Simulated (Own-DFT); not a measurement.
## Calculated data, GaP (zincblende, atoms displaced), GaP (zincblende, strained, atoms displaced)

All values are calculated (Own-DFT development build). A calculation, not a measurement: plane-wave PBE density functional theory by an unreviewed code, no spin, of a simulated periodic cell, stress positive in tension, free energy of the whole cell less one offset for each atom, forces on such cells passed a denser k mesh, this cell's mesh not checked; offsets are fitted by least squares, one for each functional and potential file, so energies compare only between cells with the same atoms and settings and are not formation energies; the far tail of each file's local potential was reset to the Coulomb form; each entry is a single point on an unrelaxed cell, so the pressure reflects the starting lattice, mostly measured values (interpolated for alloys), from which strain is counted, and rises with the displacements; printed positions are rounded, which can move forces by about a meV/angstrom; the program, named Own-DFT, is a retired in-house code; no spin-orbit coupling.

Common to all runs: functional PBE; potential files PseudoDojo norm-conserving, scalar-relativistic, standard set; wave cutoff 42 hartree; occupations Fermi-Dirac; smearing width 0.1 eV; hardware one NVIDIA H100; k mesh 3 x 3 x 3 centred on Gamma.

(1) 
```cif
# cell vector a (Å): 10.9010 0.0000 0.0000
# cell vector b (Å): 0.0000 10.9010 0.0000
# cell vector c (Å): 0.0000 0.0000 10.9010
data_GaP
_symmetry_space_group_name_H-M 'P 1'
_symmetry_Int_Tables_number 1
_cell_length_a 10.9010
_cell_length_b 10.9010
_cell_length_c 10.9010
_cell_angle_alpha 90.000
_cell_angle_beta 90.000
_cell_angle_gamma 90.000
_cell_volume 1295.39
loop_
_atom_site_label
_atom_site_type_symbol
_atom_site_fract_x
_atom_site_fract_y
_atom_site_fract_z
_atom_site_occupancy
Ga1 Ga 0.00117 0.99901 0.99413 1
Ga2 Ga 0.01690 0.24589 0.23780 1
Ga3 Ga 0.26737 0.01093 0.24673 1
Ga4 Ga 0.25942 0.24940 0.01672 1
P1 P 0.12920 0.12392 0.11625 1
P2 P 0.11170 0.36276 0.38097 1
P3 P 0.37186 0.13001 0.37295 1
P4 P 0.37651 0.36004 0.11848 1
Ga5 Ga 0.00280 0.99039 0.49775 1
Ga6 Ga 0.00437 0.23826 0.74996 1
Ga7 Ga 0.24637 0.99494 0.73579 1
Ga8 Ga 0.25330 0.25720 0.49051 1
P5 P 0.13015 0.11928 0.63308 1
P6 P 0.14190 0.37054 0.88844 1
P7 P 0.36190 0.11787 0.86868 1
P8 P 0.37037 0.37961 0.61246 1
Ga9 Ga 0.00049 0.51524 0.99776 1
Ga10 Ga 0.00144 0.75307 0.24860 1
Ga11 Ga 0.25668 0.49368 0.24957 1
Ga12 Ga 0.25686 0.73609 0.99578 1
P9 P 0.11447 0.61461 0.11437 1
P10 P 0.12012 0.87704 0.37565 1
P11 P 0.36462 0.61649 0.38496 1
P12 P 0.36643 0.86714 0.09784 1
Ga13 Ga 0.00668 0.50621 0.51376 1
Ga14 Ga 0.99530 0.75453 0.73920 1
Ga15 Ga 0.25984 0.51098 0.73781 1
Ga16 Ga 0.24815 0.75837 0.49418 1
P13 P 0.11609 0.61616 0.61746 1
P14 P 0.14612 0.88506 0.85953 1
P15 P 0.36189 0.62891 0.88274 1
P16 P 0.36442 0.88548 0.62439 1
Ga17 Ga 0.50503 0.99800 0.99553 1
Ga18 Ga 0.50239 0.25035 0.24614 1
Ga19 Ga 0.74323 0.99562 0.24701 1
Ga20 Ga 0.72253 0.25116 0.00438 1
P17 P 0.63248 0.12446 0.12008 1
P18 P 0.62325 0.36086 0.36831 1
P19 P 0.85706 0.13108 0.36653 1
P20 P 0.88051 0.36321 0.10292 1
Ga21 Ga 0.48588 0.98446 0.50631 1
Ga22 Ga 0.50160 0.27280 0.74598 1
Ga23 Ga 0.75373 0.98793 0.74825 1
Ga24 Ga 0.72937 0.26254 0.48731 1
P21 P 0.62194 0.13118 0.61577 1
P22 P 0.62357 0.37496 0.87652 1
P23 P 0.86844 0.11908 0.86801 1
P24 P 0.87825 0.35737 0.61771 1
Ga25 Ga 0.50890 0.51005 0.00539 1
Ga26 Ga 0.50847 0.75310 0.26210 1
Ga27 Ga 0.75572 0.50887 0.24571 1
Ga28 Ga 0.75000 0.74227 0.99161 1
P25 P 0.62023 0.64972 0.13524 1
P26 P 0.61571 0.88862 0.38343 1
P27 P 0.88534 0.61448 0.37631 1
P28 P 0.87832 0.87975 0.11851 1
Ga29 Ga 0.49718 0.50147 0.48704 1
Ga30 Ga 0.48783 0.77324 0.73820 1
Ga31 Ga 0.74459 0.50379 0.75180 1
Ga32 Ga 0.74859 0.75353 0.50209 1
P29 P 0.63217 0.62226 0.60574 1
P30 P 0.63213 0.87724 0.87226 1
P31 P 0.85657 0.62759 0.87606 1
P32 P 0.88186 0.88525 0.60437 1
_calc_free_energy_of_cell_above_offsets '-23.797'  # eV
_calc_pressure 5.22  # GPa
_calc_stress_xx -5.19  # GPa
_calc_stress_yy -4.97  # GPa
_calc_stress_zz -5.51  # GPa
_calc_stress_yz -0.86  # GPa
_calc_stress_xz -0.53  # GPa
_calc_stress_xy -0.56  # GPa
_calc_wall_time 577.3  # s
```

Force:
```tsv
element	x (eV/Å)	y (eV/Å)	z (eV/Å)
Ga	0.418	0.319	-0.936
Ga	-2.299	-0.154	0.36
Ga	-1.636	-1.59	-1.246
Ga	-1.568	-1.995	-3.005
P	0.181	-1.127	0.612
P	0.891	1.685	-0.511
P	1.491	-0.315	0.633
P	2.349	3.355	1.987
Ga	0.721	3.613	-1.222
Ga	-0.02	0.832	0.994
Ga	0.744	2.242	0.979
Ga	-1.016	-1.057	0.786
P	-0.685	1	-2.671
P	-1.237	1.033	-1.753
P	1.736	1.123	0.302
P	0.94	0.491	0.635
Ga	-1.795	-3.025	-2.402
Ga	-0.224	-0.631	-0.338
Ga	-1.349	-0.757	-0.295
Ga	-3.962	1.62	1.098
P	2.709	2.489	2.859
P	1.515	0.103	-1.509
P	0.379	1.65	-1.632
P	1.811	1.417	3.335
Ga	-2.829	-3.594	-2.513
Ga	0.279	0.229	0.623
Ga	-1.045	-1.078	1.029
Ga	-0.715	-0.788	0.493
P	2.931	3.419	2.615
P	-3.105	-2.968	2.449
P	3.828	-1.966	-3.27
P	-0.417	-2.14	-1.08
Ga	-0.722	0.619	-0.599
Ga	-0.242	-1.185	-0.342
Ga	0.841	0.337	0.084
Ga	3.309	0.474	-1.48
P	-2.469	-1.698	1.462
P	-1.691	4.406	-2.265
P	1.775	-0.351	0.154
P	-0.459	1.122	1.105
Ga	1.041	3.474	-0.762
Ga	-1.143	-2.304	-0.441
Ga	0.168	1.395	-1.283
Ga	3.132	-2.72	2.561
P	-0.535	-0.793	1.069
P	-0.397	1.692	-0.114
P	-0.035	0.524	0.869
P	-0.514	1.513	0.615
Ga	-0.817	-0.2	-0.085
Ga	-2.705	0.931	0.5
Ga	0.004	-1.334	-0.561
Ga	-0.912	2.227	1.794
P	1.431	-2.455	-1.246
P	1.076	-1.384	-0.755
P	-0.673	1.419	-0.007
P	-0.6	-1.047	0.36
Ga	1.062	-1.102	0.545
Ga	1.565	-2.195	1.549
Ga	0.464	-1.171	-1.221
Ga	1.044	0.224	-1.434
P	-1.648	-0.026	1.78
P	-1.001	-0.819	-0.256
P	2.865	-0.792	-1.615
P	-2.233	-2.217	2.614
```

(2) 
```cif
# cell vector a (Å): 10.8620 0.0000 0.0000
# cell vector b (Å): 0.0000 10.8620 0.0000
# cell vector c (Å): 0.0000 0.0000 10.9439
data_GaP
_symmetry_space_group_name_H-M 'P 1'
_symmetry_Int_Tables_number 1
_cell_length_a 10.8620
_cell_length_b 10.8620
_cell_length_c 10.9439
_cell_angle_alpha 90.000
_cell_angle_beta 90.000
_cell_angle_gamma 90.000
_cell_volume 1291.19
loop_
_atom_site_label
_atom_site_type_symbol
_atom_site_fract_x
_atom_site_fract_y
_atom_site_fract_z
_atom_site_occupancy
Ga1 Ga 0.99590 0.99835 0.00250 1
Ga2 Ga 0.00141 0.24811 0.25120 1
Ga3 Ga 0.25023 0.00026 0.25255 1
Ga4 Ga 0.25122 0.25433 0.99790 1
P1 P 0.12669 0.12586 0.12405 1
P2 P 0.12854 0.36895 0.37702 1
P3 P 0.37712 0.12074 0.37361 1
P4 P 0.37720 0.38005 0.12654 1
Ga5 Ga 0.00196 0.99746 0.50100 1
Ga6 Ga 0.99632 0.25061 0.75454 1
Ga7 Ga 0.25158 0.00190 0.74349 1
Ga8 Ga 0.25168 0.24664 0.49680 1
P5 P 0.12465 0.12646 0.62525 1
P6 P 0.12749 0.37924 0.87758 1
P7 P 0.37449 0.12265 0.87804 1
P8 P 0.37543 0.37523 0.62699 1
Ga9 Ga 0.99532 0.50292 0.00087 1
Ga10 Ga 0.00403 0.74922 0.25215 1
Ga11 Ga 0.25556 0.50288 0.25382 1
Ga12 Ga 0.25214 0.74789 0.00026 1
P9 P 0.12177 0.62394 0.12770 1
P10 P 0.12430 0.87300 0.37227 1
P11 P 0.37076 0.62247 0.37211 1
P12 P 0.37548 0.87674 0.12888 1
Ga13 Ga 0.99795 0.50123 0.50273 1
Ga14 Ga 0.99911 0.74911 0.74893 1
Ga15 Ga 0.25117 0.50573 0.74677 1
Ga16 Ga 0.25211 0.74512 0.50173 1
P13 P 0.12370 0.63038 0.62262 1
P14 P 0.12219 0.87648 0.87296 1
P15 P 0.38126 0.62543 0.87370 1
P16 P 0.37388 0.87633 0.62451 1
Ga17 Ga 0.50118 0.00364 0.00200 1
Ga18 Ga 0.50067 0.25065 0.25257 1
Ga19 Ga 0.75026 0.00247 0.25375 1
Ga20 Ga 0.75111 0.25362 0.99784 1
P17 P 0.62244 0.12687 0.13100 1
P18 P 0.62520 0.37665 0.37626 1
P19 P 0.87643 0.12381 0.37488 1
P20 P 0.87508 0.37344 0.12304 1
Ga21 Ga 0.49704 0.99875 0.49974 1
Ga22 Ga 0.50084 0.24724 0.74606 1
Ga23 Ga 0.74798 0.99850 0.74984 1
Ga24 Ga 0.75018 0.24956 0.49810 1
P21 P 0.62679 0.12597 0.62535 1
P22 P 0.62709 0.37422 0.87920 1
P23 P 0.87155 0.12555 0.87188 1
P24 P 0.87817 0.37839 0.62921 1
Ga25 Ga 0.50544 0.49809 0.00145 1
Ga26 Ga 0.50272 0.75153 0.25275 1
Ga27 Ga 0.74930 0.49910 0.25363 1
Ga28 Ga 0.74984 0.75150 0.00389 1
P25 P 0.62611 0.62354 0.12408 1
P26 P 0.62713 0.87241 0.37639 1
P27 P 0.87305 0.62678 0.37563 1
P28 P 0.87477 0.86935 0.12551 1
Ga29 Ga 0.50175 0.50056 0.49854 1
Ga30 Ga 0.49626 0.74913 0.75158 1
Ga31 Ga 0.75202 0.49789 0.74899 1
Ga32 Ga 0.74765 0.75123 0.50727 1
P29 P 0.62432 0.62390 0.62518 1
P30 P 0.62207 0.87230 0.86958 1
P31 P 0.88111 0.62164 0.87226 1
P32 P 0.87692 0.87323 0.62900 1
_calc_free_energy_of_cell_above_offsets '-35.166'  # eV
_calc_pressure 3.12  # GPa
_calc_stress_xx -3.3  # GPa
_calc_stress_yy -3.31  # GPa
_calc_stress_zz -2.73  # GPa
_calc_stress_yz -0.02  # GPa
_calc_stress_xz -0.15  # GPa
_calc_stress_xy -0.16  # GPa
_calc_wall_time 507.7  # s
```

Force:
```tsv
element	x (eV/Å)	y (eV/Å)	z (eV/Å)
Ga	0.229	0.194	-0.254
Ga	0.049	0.148	-0.299
Ga	-0.253	-0.055	-0.395
Ga	0.105	-0.139	0.34
P	-0.074	-0.105	-0.035
P	-0.397	0.946	-0.205
P	-0.111	0.483	0.163
P	-0.051	-0.512	-0.04
Ga	-0.056	0.02	0.011
Ga	0.73	0.187	-0.123
Ga	-0.399	-0.058	0.821
Ga	0.254	-0.023	0.521
P	-0.177	0.148	-0.066
P	-0.336	0.062	-0.39
P	0.061	0.363	-0.558
P	-0.035	-0.029	-0.486
Ga	0.634	-0.442	0.21
Ga	-0.56	-0.17	-0.15
Ga	-1.245	-0.806	-0.697
Ga	-0.262	0.272	0.004
P	0.616	-0.147	-0.212
P	0.441	0.181	0.682
P	1.224	0.74	0.821
P	0.11	-0.24	-0.358
Ga	0.392	-0.105	-0.526
Ga	0.332	0.141	0.381
Ga	-0.136	-0.209	0.257
Ga	-0.117	0.673	-0.444
P	0.037	-0.595	0.226
P	0.482	-0.078	0.125
P	-0.657	-0.432	0.53
P	0.155	-0.476	-0.13
Ga	0.055	-0.519	0.017
Ga	-0.286	0.27	-0.045
Ga	0	-0.464	-0.416
Ga	-0.111	-0.698	0.492
P	0.672	0.001	-0.666
P	-0.006	-0.316	0.015
P	0.081	0.062	0.317
P	0.039	0.169	0.613
Ga	0.633	-0.038	0.058
Ga	-0.123	0.234	0.804
Ga	0.088	-0.024	-0.062
Ga	0.327	0.247	0.326
P	-0.124	-0.349	-0.45
P	-0.306	0.013	-0.961
P	0.038	-0.333	0.624
P	-0.35	-0.685	-0.598
Ga	-0.312	0.208	-0.139
Ga	-0.263	-0.293	-0.336
Ga	0.279	0.067	-0.501
Ga	-0.029	-0.422	-0.934
P	0.009	0.209	0.451
P	-0.077	0.372	0.316
P	0.119	-0.018	0.26
P	-0.011	0.759	0.512
Ga	-0.426	-0.031	0.189
Ga	0.319	0.143	-0.655
Ga	-0.333	0.252	0.414
Ga	0.347	-0.104	-0.39
P	-0.156	0.016	0.33
P	0.298	0.361	0.93
P	-1.076	0.608	0.155
P	-0.3	0.362	-0.393
```
